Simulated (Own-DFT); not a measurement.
# Reading a pressure off an energy slope: monoclinic HfO2, 94 atoms (Hf32O62), with two O vacancies

All values are computed. Each geometry was run twice at fixed positions with Own-DFT, a retired in-house plane-wave program that no person has reviewed: with PBE, and with HSE06 (exact exchange share 0.25 at short range, screening 0.11 per bohr, Gygi-Baldereschi treatment of its divergence). Both used PseudoDojo norm-conserving files made for PBE, a cutoff of 48 hartree, the Gamma point alone, fixed occupations, a neutral cell and no spin. One k point on a cell 10.1 Å thick isn't converged, and results move with the size of the cell. The hafnium file keeps the 4f electrons in the core, and its forces lie about 75 meV/Å off all-electron values. The oxygen file's force components were 24 meV/Å off all-electron values in a glass.

Unstrained cell vectors in Å: (10.234, 0.000, 0.000); (0.000, 10.350, 0.000); (-1.695, 0.000, 10.445), volume V0 = 1106.4 Å³, from measured lattice constants. Each geometry has its own random strain of a few per cent, its own defect sites and random moves of rms u per axis. HSE06 gave the energy alone. D is its energy less that of PBE, over the lowest D shown. The PBE stress wasn't checked against mesh or cutoff.

| run | V - V0 (Å³) | u (Å) | P with PBE (GPa) | D (eV) |
|---|---|---|---|---|
| 1 | -21.4 | 0.0295 | 9.86 | 0.471 |
| 2 | -8.0 | 0.0513 | 7.24 | 1.074 |
| 3 | -8.0 | 0.0313 | 5.77 | 0.829 |
| 4 | 47.4 | 0.0545 | -4.42 | 2.554 |
| 5 | -4.7 | 0.0307 | 4.35 | 1.026 |
| 6 | -10.6 | 0.0302 | 5.94 | 0.781 |
| 7 | -16.9 | 0.0306 | 7.08 | 0.631 |
| 8 | -1.1 | 0.0309 | 4.32 | 1.023 |
| 9 | -40.5 | 0.0308 | 13.96 | 0.000 |
| 10 | -20.1 | 0.0493 | 9.80 | 0.752 |
| 11 | 28.2 | 0.0305 | -1.41 | ? |

## Working it out

D = 0.94 + 0.0261 (V - V0) + 130 u² eV, with an error of 0.0007 on the volume slope, 18 on the last term and a scatter of 0.04 eV. Pressure is -dE/dV, and 1 eV/Å³ is 160.2 GPa, so HSE06 changes the pressure by -4.2 ± 0.1 GPa. With the ions held to the strained lattice, the PBE pressure falls by 255 ± 13 GPa per unit of volume strain; the shape of the strain isn't fitted, so the true error is larger, and a relaxed crystal would be softer. On that slope HSE06's volume at a given pressure is about 1.6 % smaller, or 0.5 % in lengths. At u = 0 and V0 the PBE pressure is 2.9 GPa, which puts the zero-pressure volume, against the measured cell and with the defects in, at +1.2 % for PBE and -0.5 % for HSE06, each good to a few tenths of a per cent.

## Withheld run

Asked: what D should run 11 give?

The fitted form gives 1.80 eV, with rows scattering by 0.04. The hidden result is 1.711 eV.
